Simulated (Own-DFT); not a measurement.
# How strain changes the stress of C40 NbSi2, 36 atoms (Nb12Si24)

These are calculations, not measurements. They come from Own-DFT, an in-house plane-wave density functional program, since retired, whose code no person has reviewed. Each row is one single-point run on a periodic cell that was not relaxed, without spin or spin-orbit coupling.

Settings of every run: PBE; PseudoDojo norm-conserving scalar-relativistic files; cutoff 42 hartree; 4 x 4 x 5 k mesh centred on Gamma; cold (Marzari-Vanderbilt) smearing of 0.2 eV.

Known limits: forces on such cells failed a check on a denser k mesh; stress not checked against mesh or cutoff.

Unstrained cell vectors in Å: (0.000, 8.324, 0.000); (-9.613, 0.000, 0.000); (0.000, 0.000, 6.586). The unstrained cell was taken from the Materials Project. The random moves and any unrelaxed bonds add to the pressure at no strain. Each run strains this cell uniformly, with the atoms carried along. Every atom was also moved at random, by a Gaussian of width 0.05 Å on each axis. Strain is the symmetric tensor, in per cent. Stress is positive in tension, and the pressure is minus a third of its trace.

```
run  e_xx (%)  e_yy (%)  e_zz (%)  e_yz (%)  e_xz (%)  e_xy (%)  s_xx (GPa)  s_yy (GPa)  s_zz (GPa)  s_yz (GPa)  s_xz (GPa)  s_xy (GPa)  P (GPa)  E (meV/atom)
  1      0.30      1.86      0.94      1.91     -1.24      1.07        0.95        4.92        1.31        5.51       -3.46        3.04    -2.39          17.3
  2      1.16     -0.35     -1.40     -0.26     -1.65     -1.79       -0.50       -3.45      -10.68       -0.79       -5.91       -5.39     4.88          33.8
  3     -0.40      1.42     -1.31      1.65     -1.90      1.58       -4.68        1.30       -9.74        5.36       -6.01        5.04     4.37          38.1
  4      1.43      1.46      1.86     -1.83     -0.78      1.46        4.18        5.16        5.95       -4.71       -1.79        3.15    -5.09          18.9
  5      0.77      1.35     -0.04      0.87     -1.75      1.34        0.82        2.88       -2.44        2.08       -5.36        3.51    -0.42          14.2
  6      1.79     -0.96      1.82     -1.09      0.80      1.13        4.30       -2.96        4.61       -3.18        2.21        2.67    -1.99          13.7
  7      0.70      1.91     -0.21      0.16      0.40     -0.24        1.10        4.63       -2.96        0.34        0.99       -1.02    -0.92          13.8
  8      0.61      0.95      1.19      0.53     -0.30     -1.01        1.71        2.50        2.69        1.41       -0.60       -2.60    -2.30           0.0
  9      1.14     -0.29     -1.79      0.67      1.66      0.84        0.30       -4.58      -11.54        2.06        4.88        2.42     5.27          19.5
 10     -0.04      0.28      1.07     -0.93      0.92      1.86       -1.28       -0.68        1.47       -2.11        2.22        4.93     0.17           7.9
 11     -1.28     -1.34     -0.24      1.16      1.30      0.97       -8.12       -8.80       -8.28        4.68        4.59        3.19     8.40          32.9
 12      0.56     -1.65     -1.91     -1.42     -0.04      1.73       -2.80      -10.10      -14.21       -4.79        0.79        5.22     9.04          28.3
 13      0.18     -0.79     -0.72     -1.94     -0.30      1.67       -3.27       -6.03       -8.09       -6.10       -0.98        5.54     5.80          29.2
 14     -1.75     -0.89     -1.41     -1.54     -1.88      0.91      -12.02       -8.70      -14.13       -4.72       -6.93        3.07    11.62          54.9
 15      0.58      1.97     -0.13      0.09      1.72      1.83        0.67        4.23       -2.19       -0.09        5.48        5.00    -0.91          15.6
 16     -0.96     -1.06     -0.95     -0.45     -1.69      1.68           ?           ?           ?           ?           ?           ?        ?             ?
```

E is the free energy for each atom above the lowest run shown.

## Worked fit

Each stress component was fitted by least squares to a constant and the strains of the runs shown, as fractions, with shears doubled. Shear strains stay in the fit of a normal stress only where such slopes are resolved. The slopes, in GPa:

```
stress,at no strain,per e_xx,per e_yy,per e_zz,scatter
s_xx,-2.8,370 ± 19,68 ± 14,83 ± 15,0.63
s_yy,-2.7,86 ± 10,357 ± 8,86 ± 8,0.34
s_zz,-4.5,101 ± 16,94 ± 12,457 ± 12,0.52
```

Each shear stress against twice its own strain: yz 153 ± 7, xz 156 ± 7, xy 143 ± 5 GPa. These are stiffnesses along x, y and z of the frame in which the cell vectors are given, which need not be the crystal's axes. The atoms are held to the strained lattice; where symmetry lets them move under strain, relaxing them would lower some slopes. The table should be nearly symmetric about its diagonal, and what it lacks of that shows the noise. A ninth of its sum, 189 ± 4 GPa, estimates the bulk modulus near the mean pressure of these runs, 2.4 GPa, so it lies above the value at zero pressure.

## Withheld run

Question: what normal stresses and pressure should run 16 give?

The fit gives s_xx = -7.8, s_yy = -8.1, s_zz = -10.9 and P = 8.9 GPa. The calculation gave -8.06, -7.81, -10.53 and P = 8.80 GPa.
